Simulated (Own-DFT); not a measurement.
Simulation results for GaN (wurtzite, strained, atoms displaced)

Computed with Own-DFT development build. A calculation, not a measurement: plane-wave PBE density functional theory by an unreviewed code, no spin, of a simulated periodic cell, stress positive in tension, free energy of the whole cell less one offset for each atom, forces on such cells passed a denser k mesh, this cell's mesh not checked; offsets are fitted by least squares, one for each functional and potential file, so energies compare only between cells with the same atoms and settings and are not formation energies; the far tail of each file's local potential was reset to the Coulomb form; each entry is a single point on an unrelaxed cell, so the pressure reflects the starting lattice, mostly measured values (interpolated for alloys), from which strain is counted, and rises with the displacements; printed positions are rounded, which can move forces by about a meV/angstrom; the program, named Own-DFT, is a retired in-house code; no spin-orbit coupling.

Common to all runs: functional PBE; potential files PseudoDojo norm-conserving, scalar-relativistic, standard set with the stringent files for Ga; wave cutoff 96 hartree; occupations Gaussian; smearing width 0.01 eV; k mesh 3 x 4 x 3 centred on Gamma.

(1) GaN (wurtzite, strained, atoms displaced)

```
CELL_PARAMETERS angstrom
12.75600 0.00000 0.00000
-4.78350 8.28530 0.00000
0.00000 0.00000 10.55150
ATOMIC_POSITIONS crystal
Ga 0.08175 0.21822 0.99378
Ga 0.15749 0.10841 0.23951
N 0.08333 0.21641 0.18776
N 0.17273 0.11494 0.43781
Ga 0.07982 0.23003 0.49706
Ga 0.17008 0.11401 0.75297
N 0.08014 0.21777 0.69163
N 0.16827 0.10649 0.94057
Ga 0.08588 0.53654 0.00558
Ga 0.16847 0.44228 0.25080
N 0.08585 0.55699 0.18404
N 0.15505 0.43402 0.43485
Ga 0.09129 0.55915 0.50353
Ga 0.16867 0.44662 0.75274
N 0.07684 0.54597 0.68712
N 0.16950 0.44782 0.94708
Ga 0.08086 0.89102 0.00210
Ga 0.16529 0.78029 0.24620
N 0.07887 0.88191 0.18960
N 0.17104 0.77886 0.43708
Ga 0.08813 0.87825 0.49867
Ga 0.16951 0.77450 0.75557
N 0.07702 0.88448 0.68167
N 0.16735 0.78124 0.94078
Ga 0.34248 0.23234 0.00287
Ga 0.41718 0.11874 0.24999
N 0.33709 0.23223 0.19045
N 0.40654 0.10155 0.43987
Ga 0.33723 0.22155 0.49645
Ga 0.41371 0.10272 0.75606
N 0.32580 0.22233 0.69538
N 0.41404 0.10385 0.93452
Ga 0.33695 0.56222 0.99900
Ga 0.40921 0.43803 0.24670
N 0.33750 0.55338 0.18397
N 0.41622 0.44318 0.43845
Ga 0.32821 0.55119 0.50356
Ga 0.42141 0.44963 0.75573
N 0.33269 0.55316 0.68667
N 0.40814 0.43762 0.93737
Ga 0.33009 0.87644 0.00304
Ga 0.40968 0.77675 0.25419
N 0.33344 0.89258 0.19034
N 0.40794 0.76928 0.44196
Ga 0.32867 0.88743 0.49406
Ga 0.40906 0.77057 0.74044
N 0.32996 0.88737 0.68724
N 0.41623 0.78254 0.93666
Ga 0.57881 0.22074 0.00163
Ga 0.65635 0.11033 0.24336
N 0.57852 0.21953 0.18722
N 0.65724 0.10394 0.44158
Ga 0.57836 0.21063 0.49613
Ga 0.66688 0.12352 0.74820
N 0.57129 0.20930 0.69101
N 0.66242 0.10783 0.93282
Ga 0.57906 0.55111 0.00387
Ga 0.66307 0.43430 0.24860
N 0.58486 0.55667 0.18990
N 0.66561 0.45216 0.44078
Ga 0.58175 0.55102 0.49634
Ga 0.67101 0.44262 0.75139
N 0.58915 0.55469 0.69127
N 0.66253 0.43862 0.94040
Ga 0.58017 0.88221 0.00452
Ga 0.66992 0.78661 0.25006
N 0.57985 0.87978 0.19242
N 0.65933 0.76758 0.44143
Ga 0.58308 0.89343 0.50590
Ga 0.66503 0.78503 0.75149
N 0.59292 0.89256 0.68505
N 0.67152 0.77803 0.93263
Ga 0.83561 0.23402 0.00580
Ga 0.91583 0.11581 0.25282
N 0.82333 0.22344 0.17708
N 0.91134 0.11181 0.42765
Ga 0.84070 0.23504 0.49855
Ga 0.92231 0.11058 0.74954
N 0.83176 0.21802 0.68490
N 0.91568 0.09944 0.94337
Ga 0.82332 0.55665 0.00030
Ga 0.92512 0.45914 0.25334
N 0.84130 0.56483 0.19019
N 0.91205 0.43856 0.43221
Ga 0.83706 0.54833 0.50417
Ga 0.92097 0.44708 0.74926
N 0.83663 0.55323 0.68615
N 0.92159 0.44102 0.93668
Ga 0.83719 0.88603 0.99361
Ga 0.91442 0.77531 0.24242
N 0.82928 0.88702 0.19220
N 0.91862 0.78136 0.44379
Ga 0.82993 0.89140 0.49949
Ga 0.92162 0.78321 0.74739
N 0.83095 0.88145 0.68437
N 0.91906 0.77137 0.94230
```

* free energy of cell above offsets: -4.470 eV
* pressure: 4.01 GPa
* stress xx: -6.16 GPa
* stress yy: -5.74 GPa
* stress zz: -0.14 GPa
* stress yz: 0.94 GPa
* stress xz: 0.56 GPa
* stress xy: 0.67 GPa

Force:
```
element  x (eV/Å)  y (eV/Å)  z (eV/Å)
     Ga     0.503    -0.213     0.762
     Ga      2.51    -0.698     2.269
      N    -2.064     1.542    -0.957
      N    -1.309    -0.568    -0.547
     Ga     1.375    -3.238     0.806
     Ga    -0.942    -1.363    -0.188
      N     0.807       1.4    -0.715
      N    -0.216     0.948     0.076
     Ga    -3.352     2.699    -0.394
     Ga    -0.024    -0.053    -0.676
      N     0.591    -0.174     1.268
      N     1.143     2.211    -0.214
     Ga    -1.374    -0.176    -0.366
     Ga    -0.308    -0.874      0.21
      N     1.902     1.425    -0.244
      N     1.939     -1.49    -2.084
     Ga     1.224    -0.716    -0.026
     Ga     0.498    -0.185     0.295
      N     0.231     1.007    -0.615
      N    -0.513    -1.723    -1.023
     Ga    -2.463     1.937     0.023
     Ga    -1.527     0.198    -0.116
      N     2.184     0.644     1.034
      N     0.113    -1.239     0.068
     Ga    -0.546    -2.468    -0.115
     Ga     -0.75    -0.938     0.484
      N    -0.307    -2.518    -1.148
      N     1.591     0.986    -1.072
     Ga    -1.644     0.479      1.35
     Ga    -1.391     0.593    -0.681
      N     2.381     0.685    -1.101
      N     -0.25     0.398     1.786
     Ga     0.095    -0.285     0.285
     Ga     1.475     2.178     1.601
      N    -1.688     0.721     0.436
      N    -0.699     0.031     -0.28
     Ga     0.775    -0.569    -0.841
     Ga     0.526    -0.849    -1.178
      N    -0.215    -0.368     0.383
      N     0.753     1.901     0.132
     Ga    -0.999     1.568    -0.013
     Ga      1.14    -0.427     0.149
      N    -0.116     0.014    -0.196
      N     0.375     0.567    -0.248
     Ga     1.226    -0.098     1.377
     Ga     1.288     1.663     0.837
      N     0.203    -0.428    -0.656
      N     0.914    -1.135    -0.709
     Ga     0.649    -1.026    -0.906
     Ga     1.932    -0.886      1.09
      N    -0.393     0.198    -0.379
      N     1.408     0.997    -1.573
     Ga    -1.228     1.567     1.064
     Ga     1.015    -1.575     0.358
      N     0.684     1.708    -1.156
      N     0.325     0.369     1.143
     Ga     0.104     0.826     -0.28
     Ga     0.111     2.214     0.916
      N    -0.214    -0.428    -0.275
      N     1.871    -2.279    -0.839
     Ga    -0.725     0.517     1.293
     Ga    -0.768    -0.239     -0.46
      N    -0.967     0.043    -0.142
      N    -0.309     0.251    -0.301
     Ga       0.7     0.899    -0.773
     Ga     0.034    -1.734     1.193
      N    -1.415     1.031     -0.63
      N    -0.075     1.819    -0.659
     Ga     0.466    -1.652    -0.805
     Ga     1.771    -1.258    -0.342
      N    -2.823     0.326     0.518
      N    -0.996    -0.631     1.258
     Ga    -0.165    -2.071    -2.324
     Ga    -0.591    -0.507    -2.096
      N     0.933     0.395     3.181
      N      0.24      0.28     2.072
     Ga    -0.822    -2.631     0.544
     Ga    -1.908    -1.116     0.524
      N     0.376     0.734     0.067
      N     -0.58     1.987    -1.127
     Ga     2.242    -0.529     0.534
     Ga     -0.62    -1.467    -1.152
      N    -1.086    -2.241     -0.91
      N     1.142     1.791     0.362
     Ga    -1.788     1.514    -0.762
     Ga    -1.054     -1.36     0.881
      N    -0.215    -0.114     0.841
      N    -0.755      1.04    -0.185
     Ga    -0.794    -0.643     1.343
     Ga     -0.85     1.189     2.331
      N     0.993      0.93    -1.128
      N     0.269    -0.755        -1
     Ga     0.502    -0.867    -0.208
     Ga    -0.891     -1.04     0.167
      N    -0.068     1.063     0.683
      N     -0.73     0.361    -1.177
```

(2) GaN (wurtzite, strained, atoms displaced)

```
CELL_PARAMETERS angstrom
12.75600 0.00000 0.00000
-4.78350 8.28530 0.00000
0.00000 0.00000 10.55150
ATOMIC_POSITIONS crystal
Ga 0.08147 0.21234 0.99751
Ga 0.16217 0.10095 0.25170
N 0.08277 0.22832 0.18616
N 0.16550 0.11368 0.43813
Ga 0.08230 0.22020 0.49601
Ga 0.17023 0.11670 0.74327
N 0.08056 0.22058 0.69448
N 0.16596 0.11513 0.94205
Ga 0.08249 0.56282 0.98938
Ga 0.16520 0.44752 0.25987
N 0.09060 0.56057 0.19127
N 0.16826 0.45559 0.43191
Ga 0.08034 0.55891 0.49791
Ga 0.16596 0.44113 0.75295
N 0.07829 0.55724 0.68923
N 0.15536 0.43790 0.93831
Ga 0.07850 0.89242 0.99814
Ga 0.16141 0.76771 0.24139
N 0.08919 0.89338 0.17961
N 0.16612 0.78009 0.43787
Ga 0.09259 0.89770 0.50544
Ga 0.16428 0.76703 0.74708
N 0.08343 0.89063 0.68559
N 0.16789 0.78561 0.93841
Ga 0.32870 0.22012 0.99566
Ga 0.41546 0.11110 0.25267
N 0.33657 0.22183 0.18807
N 0.41452 0.11607 0.44565
Ga 0.32791 0.20377 0.49269
Ga 0.41332 0.11173 0.75092
N 0.33796 0.22541 0.69485
N 0.40861 0.11137 0.93160
Ga 0.32695 0.54627 0.00233
Ga 0.41928 0.44386 0.25431
N 0.33966 0.54876 0.18106
N 0.40707 0.44035 0.43535
Ga 0.33702 0.55918 0.50528
Ga 0.41804 0.43657 0.75185
N 0.32727 0.54608 0.68499
N 0.41590 0.45257 0.94464
Ga 0.34102 0.89286 0.00774
Ga 0.42526 0.79133 0.24988
N 0.32610 0.88761 0.19488
N 0.41664 0.77862 0.43812
Ga 0.33356 0.89632 0.48896
Ga 0.41521 0.77581 0.74736
N 0.33578 0.88455 0.68966
N 0.42191 0.77589 0.93579
Ga 0.58257 0.21817 0.00066
Ga 0.66858 0.11413 0.24658
N 0.57815 0.21086 0.19086
N 0.67083 0.10253 0.43556
Ga 0.57897 0.22525 0.50025
Ga 0.66678 0.10632 0.74733
N 0.58762 0.22885 0.68157
N 0.66872 0.11149 0.93976
Ga 0.58007 0.55072 0.00258
Ga 0.66777 0.44076 0.25346
N 0.58196 0.54822 0.18448
N 0.66829 0.44614 0.43535
Ga 0.58303 0.54691 0.49165
Ga 0.66700 0.43694 0.74697
N 0.57594 0.55303 0.68148
N 0.65683 0.43601 0.94250
Ga 0.57908 0.88985 0.99666
Ga 0.66497 0.78200 0.26094
N 0.57377 0.88672 0.18542
N 0.66099 0.76925 0.43406
Ga 0.58157 0.89135 0.50322
Ga 0.66096 0.77162 0.74584
N 0.59167 0.89076 0.69637
N 0.67243 0.78072 0.93228
Ga 0.83311 0.22086 0.99518
Ga 0.91417 0.10618 0.24350
N 0.83577 0.22005 0.18539
N 0.91611 0.10249 0.43726
Ga 0.83365 0.21376 0.50076
Ga 0.91419 0.11771 0.74178
N 0.83136 0.22039 0.68428
N 0.91542 0.11252 0.93577
Ga 0.82667 0.54777 0.99465
Ga 0.91457 0.44998 0.25199
N 0.83162 0.55123 0.18106
N 0.91846 0.44342 0.44836
Ga 0.83840 0.55644 0.49876
Ga 0.91668 0.44636 0.75313
N 0.83063 0.55478 0.69759
N 0.92129 0.45497 0.93934
Ga 0.83415 0.88573 0.99996
Ga 0.91589 0.77895 0.24462
N 0.82770 0.88790 0.18862
N 0.91591 0.77528 0.42783
Ga 0.82816 0.89017 0.49874
Ga 0.91416 0.77694 0.74616
N 0.82921 0.88566 0.68425
N 0.92110 0.78113 0.93465
```

- free energy of cell above offsets: -5.318 eV
- pressure: 3.78 GPa
- stress xx: -6.28 GPa
- stress yy: -5.19 GPa
- stress zz: 0.14 GPa
- stress yz: -0.41 GPa
- stress xz: 0.19 GPa
- stress xy: 0.25 GPa

Force:
```
element  x (eV/Å)  y (eV/Å)  z (eV/Å)
     Ga    -1.655     1.483     0.769
     Ga     0.021     1.938    -0.813
      N     0.577    -1.051     0.512
      N     0.249    -0.548    -0.196
     Ga    -0.408      1.15     0.642
     Ga    -0.341    -0.739     1.278
      N     0.314     0.238    -1.672
      N     0.543    -0.771    -1.624
     Ga     1.052     0.204     1.686
     Ga     1.452    -0.147     -2.82
      N    -1.573    -1.928    -1.238
      N     0.221    -0.996      2.78
     Ga     1.251     0.311     0.716
     Ga    -0.647     0.319    -0.017
      N     0.943    -1.272    -0.731
      N     1.173     0.521    -0.265
     Ga     1.615     0.053    -0.366
     Ga    -0.503     1.833     1.326
      N    -1.133    -1.161      0.86
      N    -0.008     0.273    -0.559
     Ga    -1.463    -1.339    -0.996
     Ga    -0.001     2.198     0.915
      N     0.313     -0.03     0.574
      N     0.589    -0.054    -0.269
     Ga     0.406     0.891     1.247
     Ga    -0.449    -0.077    -0.415
      N    -0.723     -0.44     0.132
      N     2.352    -0.942    -1.879
     Ga    -2.483     3.675     1.717
     Ga     1.292    -0.973    -0.292
      N     -0.89    -1.162    -1.834
      N      1.74    -0.188     1.173
     Ga    -0.824     0.843    -0.085
     Ga    -0.449    -0.262    -1.008
      N    -1.774     1.101     1.613
      N     1.596    -0.571     0.704
     Ga    -0.808    -0.406    -0.932
     Ga    -0.999     1.635     0.642
      N     0.642     0.711      0.94
      N     0.775    -1.606    -1.705
     Ga     -1.07    -0.503    -1.085
     Ga     -2.27    -2.918     0.559
      N     1.593     0.477    -0.465
      N    -0.047     0.558     0.031
     Ga      0.63    -1.909     1.609
     Ga     0.708    -0.495     0.527
      N    -1.031     0.798    -1.097
      N    -1.882     -0.36    -0.108
     Ga    -0.874     -0.31     0.092
     Ga     0.621    -0.747     0.293
      N     0.091     1.061    -0.246
      N    -1.405      1.16    -0.044
     Ga     1.756     -0.16    -0.221
     Ga    -0.497     1.012     0.616
      N    -0.193    -1.861     0.617
      N    -0.725     0.213    -0.801
     Ga    -0.311      1.25    -0.133
     Ga    -0.588     0.148    -1.324
      N     0.524     0.887     1.353
      N     0.841    -0.773     0.252
     Ga    -1.779     0.403     1.002
     Ga    -1.504     1.276     0.907
      N     1.449    -0.288    -0.045
      N     1.055     0.266    -1.213
     Ga     2.038    -0.525     0.386
     Ga    -0.316    -0.899    -2.883
      N     3.071     1.483    -0.615
      N    -0.215     0.618     1.794
     Ga     0.424    -0.849     0.234
     Ga     1.701    -0.489     0.972
      N    -2.326    -0.296    -1.845
      N    -0.892    -0.757     0.677
     Ga     0.578     0.685     0.733
     Ga     0.556     0.843     0.558
      N    -0.953     0.794     0.122
      N    -0.261     1.107    -0.539
     Ga    -0.174      0.65    -0.413
     Ga     0.877    -1.645     1.438
      N    -0.464     0.884     0.335
      N     0.237    -0.519    -0.414
     Ga     -0.08     0.923     0.149
     Ga     1.483    -0.727     -0.22
      N    -0.272     0.426     0.506
      N     -0.76     -0.89    -1.581
     Ga    -0.847      0.53     0.635
     Ga    -0.212    -0.386    -0.194
      N     0.522     0.059    -1.494
      N    -1.031    -1.751    -0.601
     Ga    -0.665     0.361    -0.466
     Ga     0.232    -0.126    -0.055
      N     0.503    -0.494    -0.424
      N     0.173     0.381      1.34
     Ga     1.071    -1.452     0.065
     Ga    -0.031     0.774     0.383
      N     0.154     0.375    -0.124
      N    -1.196    -0.983    -0.047
```
